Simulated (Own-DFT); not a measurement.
# Computed records: GaAs (zincblende with one plane slipped along a stacking-fault path, atoms displaced)

Computed with Own-DFT development build. A calculation, not a measurement: plane-wave PBE density functional theory by an unreviewed code, no spin, of a simulated periodic cell, stress positive in tension, free energy of the whole cell less one offset for each atom, forces on such cells passed a denser k mesh, this cell's mesh not checked; offsets are fitted by least squares, one for each functional and potential file, so energies compare only between cells with the same atoms and settings and are not formation energies; the far tail of each file's local potential was reset to the Coulomb form; each entry is a single point on an unrelaxed cell, so the pressure reflects the starting lattice, mostly measured values (interpolated for alloys), from which strain is counted, and rises with the displacements; printed positions are rounded, which can move forces by about a meV/angstrom; the program, named Own-DFT, is a retired in-house code; no spin-orbit coupling.

Settings shared by all entries: functional PBE; potential files PseudoDojo norm-conserving, scalar-relativistic, standard set; wave cutoff 42 hartree; occupations Fermi-Dirac; smearing width 0.1 eV; k mesh 4 x 4 x 2 centred on Gamma.

(1) GaAs (zincblende with one plane slipped along a stacking-fault path, atoms displaced)

```
GaAs
1.0
      5.6533    -5.6533     0.0000
      0.0000     5.6533    -5.6533
     11.9190    11.9190    10.0817
Ga As Ga As Ga As Ga As Ga As Ga As Ga As Ga As Ga As Ga As Ga As Ga As Ga As Ga As Ga As Ga As Ga As Ga As Ga As Ga As Ga As Ga As Ga As Ga As
1 1 1 1 1 1 1 1 1 1 1 1 1 1 1 1 1 1 1 1 1 1 1 1 1 1 1 1 1 1 1 1 1 1 1 1 1 1 1 1 1 1 1 1 1 1 1 1
Direct
  0.00210 0.00389 0.99873
  0.97881 0.97544 0.12676
  0.14201 0.29186 0.16639
  0.13552 0.26730 0.29148
  0.28866 0.08657 0.33500
  0.28184 0.06977 0.45824
  0.04963 0.10778 0.50114
  0.03969 0.08255 0.62965
  0.20226 0.39242 0.66509
  0.18697 0.36717 0.79278
  0.35464 0.20373 0.82645
  0.34183 0.17939 0.96155
  0.00141 0.49364 0.99900
  0.98797 0.47965 0.12519
  0.14163 0.80341 0.16258
  0.13289 0.75579 0.29103
  0.31585 0.60039 0.33630
  0.28992 0.56456 0.45969
  0.05084 0.61486 0.49981
  0.03035 0.57174 0.62522
  0.20046 0.89953 0.66631
  0.18058 0.86891 0.79149
  0.36423 0.70915 0.83322
  0.33498 0.67810 0.95511
  0.50000 0.00830 0.99674
  0.49021 0.97561 0.13052
  0.65258 0.30134 0.16306
  0.66837 0.29454 0.28963
  0.80948 0.10368 0.33490
  0.78328 0.06096 0.45609
  0.55836 0.09607 0.49815
  0.54686 0.07719 0.62682
  0.68598 0.39754 0.66299
  0.68859 0.37717 0.79112
  0.85715 0.21151 0.83715
  0.83044 0.16673 0.95652
  0.51617 0.50103 0.99770
  0.49684 0.48101 0.12859
  0.64456 0.79067 0.16959
  0.62803 0.76940 0.29321
  0.79916 0.59179 0.33277
  0.78999 0.56999 0.45844
  0.55264 0.61577 0.49836
  0.53348 0.59232 0.62414
  0.69090 0.88866 0.66208
  0.66784 0.86600 0.79053
  0.84982 0.69977 0.83318
  0.83585 0.66867 0.96350
```

```
free energy of cell above offsets : -11.885 eV
pressure                          : 5.89 GPa
stress xx                         : -7.58 GPa
stress yy                         : -6.73 GPa
stress zz                         : -3.36 GPa
stress yz                         : -0.04 GPa
stress xz                         : 0.83 GPa
stress xy                         : 1.96 GPa
```

Force:
```tsv
element	x (eV/Å)	y (eV/Å)	z (eV/Å)
Ga	0.189	0.127	0.511
As	-0.514	-0.407	-0.251
Ga	0.661	0.215	-0.593
As	0.603	-0.108	-0.383
Ga	0.232	-1.06	-0.538
As	-0.708	-1.94	0.232
Ga	2.61	1.73	0.199
As	-1.082	-1.148	0.52
Ga	0.348	1.566	-0.563
As	-0.125	0.417	-1.055
Ga	0.493	0.353	1.187
As	-1.114	-0.388	-0.666
Ga	0.183	0.086	0.207
As	-0.116	-0.79	-0.037
Ga	0.891	0.046	0.33
As	0.343	0.128	-0.723
Ga	-1.387	0.556	0.794
As	-4.419	0.21	0.285
Ga	3.857	0.247	-0.04
As	0.236	-0.115	-0.021
Ga	0.017	-0.149	0.058
As	0.454	-0.282	-0.244
Ga	-1.75	0.858	1.244
As	0.866	-0.091	0.518
Ga	0.437	0.202	1.364
As	-1.03	-0.671	-0.345
Ga	0.572	0.374	0.314
As	-1.835	-0.14	1.666
Ga	-0.785	-0.249	-0.058
As	-1.402	-2.423	0.153
Ga	0.599	3.576	0.253
As	-1.177	0.038	-0.216
Ga	0.741	0.37	-0.359
As	0.006	-0.421	-0.335
Ga	-1.223	-0.932	0.071
As	0.802	0.396	0.007
Ga	-0.657	1.882	0.518
As	-1.535	-0.369	0.219
Ga	0.246	0.505	-0.373
As	1.365	-0.835	-0.784
Ga	0.59	1.056	-0.742
As	-3.852	-0.501	0.096
Ga	4.153	0.109	-0.073
As	-0.905	-1.767	1.318
Ga	2.043	1.386	-0.693
As	1.931	-1.37	-1.703
Ga	-0.229	0.84	0.205
As	0.379	-1.119	-1.472
```

(2) GaAs (zincblende with one plane slipped along a stacking-fault path, atoms displaced)

```
GaAs
1.0
      5.6533    -5.6533     0.0000
      0.0000     5.6533    -5.6533
     11.9190    11.9190    10.0817
Ga As Ga As Ga As Ga As Ga As Ga As Ga As Ga As Ga As Ga As Ga As Ga As Ga As Ga As Ga As Ga As Ga As Ga As Ga As Ga As Ga As Ga As Ga As Ga As
1 1 1 1 1 1 1 1 1 1 1 1 1 1 1 1 1 1 1 1 1 1 1 1 1 1 1 1 1 1 1 1 1 1 1 1 1 1 1 1 1 1 1 1 1 1 1 1
Direct
  0.02448 0.00547 0.99600
  0.99195 0.97734 0.12426
  0.14450 0.29852 0.17482
  0.14702 0.26924 0.28947
  0.29415 0.08694 0.33472
  0.28085 0.07405 0.45870
  0.04709 0.09285 0.49717
  0.03701 0.08494 0.62508
  0.19412 0.39968 0.66713
  0.17796 0.37288 0.79182
  0.35910 0.19649 0.82755
  0.33444 0.18150 0.95897
  0.01411 0.51221 0.99758
  0.97986 0.45837 0.12914
  0.14701 0.80168 0.16740
  0.12310 0.75840 0.29075
  0.29086 0.59187 0.34037
  0.29009 0.56143 0.45965
  0.04534 0.59771 0.50326
  0.04964 0.59715 0.62340
  0.19128 0.89652 0.66474
  0.18828 0.89164 0.79522
  0.34936 0.69628 0.82949
  0.33898 0.67257 0.95440
  0.49260 0.98848 0.99675
  0.49277 0.97404 0.12563
  0.63840 0.28222 0.16467
  0.61770 0.27207 0.28986
  0.80370 0.09923 0.32928
  0.79799 0.07152 0.45703
  0.53956 0.09464 0.49821
  0.54077 0.08353 0.62606
  0.71402 0.41069 0.67104
  0.70677 0.39080 0.79617
  0.83899 0.18882 0.83767
  0.84092 0.17589 0.95655
  0.50254 0.49477 0.00691
  0.49015 0.47997 0.12472
  0.66352 0.79973 0.16606
  0.64139 0.76785 0.29012
  0.79854 0.59291 0.32948
  0.79221 0.58086 0.45973
  0.54612 0.60685 0.49781
  0.54589 0.58813 0.61958
  0.71641 0.91259 0.66950
  0.68411 0.87760 0.79485
  0.84557 0.69074 0.83600
  0.83357 0.67629 0.95561
```

```
free energy of cell above offsets : -10.748 eV
pressure                          : 6.16 GPa
stress xx                         : -8.42 GPa
stress yy                         : -6.52 GPa
stress zz                         : -3.55 GPa
stress yz                         : -0.47 GPa
stress xz                         : 0.2 GPa
stress xy                         : 1.18 GPa
```

Force:
```tsv
element	x (eV/Å)	y (eV/Å)	z (eV/Å)
Ga	-1.508	1.62	1.193
As	0.143	-0.203	-0.609
Ga	-0.888	-1.748	-1.144
As	0.953	1.71	0.922
Ga	-0.407	-0.02	0.5
As	-1.398	-3.138	-0.771
Ga	3.052	2.732	1.214
As	0.076	-0.922	-0.235
Ga	0.695	-0.054	-0.884
As	0.129	-0.542	0.253
Ga	1.101	1.855	-1.107
As	1.023	-1.953	-1.122
Ga	-0.484	0.528	0.909
As	-0.243	0.141	-1.28
Ga	-0.09	-0.812	0.269
As	1.081	-0.304	-0.358
Ga	-0.496	-1.138	-0.897
As	-4.911	1.099	0.095
Ga	2.297	-0.051	-0.019
As	-0.324	-0.491	1.688
Ga	1.528	1.129	-0.988
As	-1.391	-1.848	1.27
Ga	-0.335	0.675	-0.142
As	0.517	-0.457	0.264
Ga	0.575	0.478	-0.431
As	-1.027	-0.738	0.733
Ga	0.432	0.768	-0.771
As	0.748	-1.113	0.367
Ga	-0.171	0.3	0.001
As	-4.831	0.633	-0.799
Ga	3.462	0.153	0.422
As	0.107	-0.042	0.11
Ga	-0.797	0.02	-0.469
As	-1.464	-0.975	0.811
Ga	0.229	-0.319	-0.754
As	0.817	0.699	0.751
Ga	-0.826	-0.352	-1.045
As	0.322	0.567	1.187
Ga	-0.335	0.431	0.001
As	-0.396	0.927	0.049
Ga	0.234	0.857	0.768
As	-2.954	-1.652	-0.749
Ga	4.793	-0.034	0.133
As	0.737	0.84	1.048
Ga	-1.129	0.442	0.392
As	-0.156	-1.005	0.144
Ga	0.504	0.832	-1.633
As	1.005	0.473	0.712
```

(3) GaAs (zincblende with one plane slipped along a stacking-fault path, atoms displaced)

```
GaAs
1.0
      5.6533    -5.6533     0.0000
      0.0000     5.6533    -5.6533
     11.9190    11.9190    10.0817
Ga As Ga As Ga As Ga As Ga As Ga As Ga As Ga As Ga As Ga As Ga As Ga As Ga As Ga As Ga As Ga As Ga As Ga As Ga As Ga As Ga As Ga As Ga As Ga As
1 1 1 1 1 1 1 1 1 1 1 1 1 1 1 1 1 1 1 1 1 1 1 1 1 1 1 1 1 1 1 1 1 1 1 1 1 1 1 1 1 1 1 1 1 1 1 1
Direct
  0.00158 0.99763 0.99852
  0.97834 0.95850 0.12778
  0.14762 0.29300 0.16461
  0.14313 0.27437 0.29182
  0.30900 0.07338 0.33103
  0.28972 0.07319 0.45773
  0.05249 0.11174 0.50319
  0.04571 0.08020 0.62624
  0.21555 0.41518 0.66261
  0.20104 0.37927 0.78599
  0.35331 0.19737 0.82972
  0.34524 0.16346 0.95919
  0.00265 0.49617 0.99664
  0.98794 0.47580 0.12451
  0.15236 0.79319 0.16990
  0.13027 0.76621 0.29693
  0.29326 0.58958 0.33504
  0.28685 0.58231 0.46112
  0.05970 0.62573 0.49978
  0.03749 0.60196 0.62205
  0.21272 0.91407 0.66614
  0.18428 0.86943 0.79288
  0.35705 0.70165 0.82967
  0.33385 0.68460 0.95858
  0.50002 0.99534 0.00048
  0.47363 0.93451 0.12495
  0.66065 0.31819 0.16487
  0.63176 0.25957 0.28759
  0.79629 0.09334 0.33504
  0.78047 0.06257 0.45862
  0.55117 0.10929 0.49825
  0.54814 0.08885 0.62785
  0.70257 0.39761 0.67239
  0.70403 0.38605 0.79038
  0.84071 0.19323 0.83332
  0.84309 0.18046 0.95945
  0.50637 0.49358 0.99649
  0.48347 0.47775 0.12668
  0.65110 0.79781 0.16850
  0.62510 0.76093 0.29336
  0.80720 0.61441 0.32672
  0.79712 0.57152 0.45157
  0.52235 0.58744 0.50085
  0.54012 0.56245 0.62462
  0.70406 0.90785 0.66626
  0.68090 0.87615 0.79325
  0.84075 0.69308 0.83541
  0.83907 0.66372 0.96499
```

```
free energy of cell above offsets : -11.521 eV
pressure                          : 5.97 GPa
stress xx                         : -8.23 GPa
stress yy                         : -6.31 GPa
stress zz                         : -3.37 GPa
stress yz                         : 0.12 GPa
stress xz                         : 0.08 GPa
stress xy                         : 2.21 GPa
```

Force:
```tsv
element	x (eV/Å)	y (eV/Å)	z (eV/Å)
Ga	0.417	0.195	0.273
As	0.384	-0.451	-0.902
Ga	-0.002	0.419	0.381
As	-0.313	-0.504	0.911
Ga	0.275	1.933	-1.121
As	-3.23	-0.588	-0.172
Ga	1.68	0.88	-0.128
As	-0.088	0.568	-0.254
Ga	-1.012	0.766	0.018
As	-0.284	0.889	0.725
Ga	0.444	0.036	0.098
As	-0.836	0.6	-0.893
Ga	0.909	0.457	0.361
As	0.016	-0.616	-0.031
Ga	-0.181	0.332	0.226
As	-0.376	-1.856	-0.255
Ga	0.11	0.169	0.375
As	-4.9	-0.845	-1.056
Ga	1.749	2.232	-0.097
As	0.523	-0.597	1.181
Ga	0.312	0.374	0.382
As	-0.319	-0.057	-0.274
Ga	-0.389	0.905	0.963
As	-0.08	-1.859	0.339
Ga	0.899	-0.057	0.293
As	0.393	1.164	-2.145
Ga	-1.042	-0.543	1.141
As	0.964	0.228	-0.685
Ga	0.107	-0.551	-0.321
As	-1.524	-1.729	0.234
Ga	3.243	1.37	0.115
As	-0.538	-0.719	-0.088
Ga	-0.117	-0.614	-1.134
As	-0.192	0.691	1.164
Ga	1.074	-0.363	-0.557
As	-0.606	-0.585	0.552
Ga	-0.396	1.304	0.392
As	-0.388	-0.884	-0.134
Ga	0.255	-0.068	0.768
As	0.039	0.316	-0.955
Ga	-0.669	0.256	1.931
As	-3.529	0.907	0.323
Ga	6.205	-2.656	0.707
As	0.599	0.356	-1.063
Ga	-0.091	-0.439	0.47
As	0.411	-1.124	-0.317
Ga	0.82	0.556	-0.363
As	-0.73	-0.199	-1.378
```
